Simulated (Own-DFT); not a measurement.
# What a defect does to the pressure of its cell: C11b WSi2

Everything here is calculated. The program is Own-DFT (plane waves, in-house, since retired, never reviewed by a person); positions were held fixed, and spin and spin-orbit coupling were off.

All runs used: PBE; PseudoDojo norm-conserving scalar-relativistic files; cutoff 50 hartree; 5 x 5 x 5 k mesh centred on Gamma; cold (Marzari-Vanderbilt) smearing of 0.2 eV.

Known weak points: forces on such cells failed a check on a denser k mesh; stress not checked against mesh or cutoff.

All runs share one cell, with vectors in Å (-2.148, -5.953, 3.409); (-6.444, 2.976, 1.136); (-2.553, -2.948, -6.757) and a volume of 403.2 Å³. u is the rms random offset of the atoms per axis. The defect's site can differ from row to row.

| cell | formula | u (Å) | P (GPa) |
|---|---|---|---|
| no defect | Si20W10 | 0.0178 | 4.41 |
| no defect | Si20W10 | 0.0213 | 4.46 |
| no defect | Si20W10 | 0.0472 | 5.69 |
| one Si vacancy | Si19W10 | 0.0291 | ? |
| one Si vacancy | Si19W10 | 0.0323 | 3.38 |
| one Si vacancy | Si19W10 | 0.0490 | 4.00 |
| one Si vacancy | Si19W10 | 0.0534 | 4.31 |
| one W on a Si site | Si19W11 | 0.0267 | 9.99 |
| one W on a Si site | Si19W11 | 0.0309 | 10.29 |
| one W on a Si site | Si19W11 | 0.0538 | 11.09 |
| one Si on a W site | Si21W9 | 0.0280 | 6.11 |
| one Si on a W site | Si21W9 | 0.0451 | 7.11 |
| one Si on a W site | Si21W9 | 0.0457 | 7.69 |

## Worked fit

P = P0 + c u² + a shift for each defect gives P0 = 4.25 GPa, c = 611 ± 88 GPa/Å² and a scatter of 0.25 GPa. The shifts, and each times the cell's volume:

- one W on a Si site: 5.28 ± 0.21 GPa, 13.3 eV
- one Si on a W site: 1.72 ± 0.21 GPa, 4.3 eV
- one Si vacancy: -1.64 ± 0.22 GPa, -4.1 eV

Positive is outwards. The product with the volume (160.2 GPa Å³ to the eV) is nearly free of the cell's size; divided by the bulk modulus at the cell's pressure it gives the volume that the defect adds. The atoms around the defects weren't relaxed, which would change these numbers.

## Check

Asked: what pressure belongs in the blank (one Si vacancy, u = 0.0291 Å)?

Estimate: 3.13 ± 0.31 GPa. Computed: 2.85 GPa.
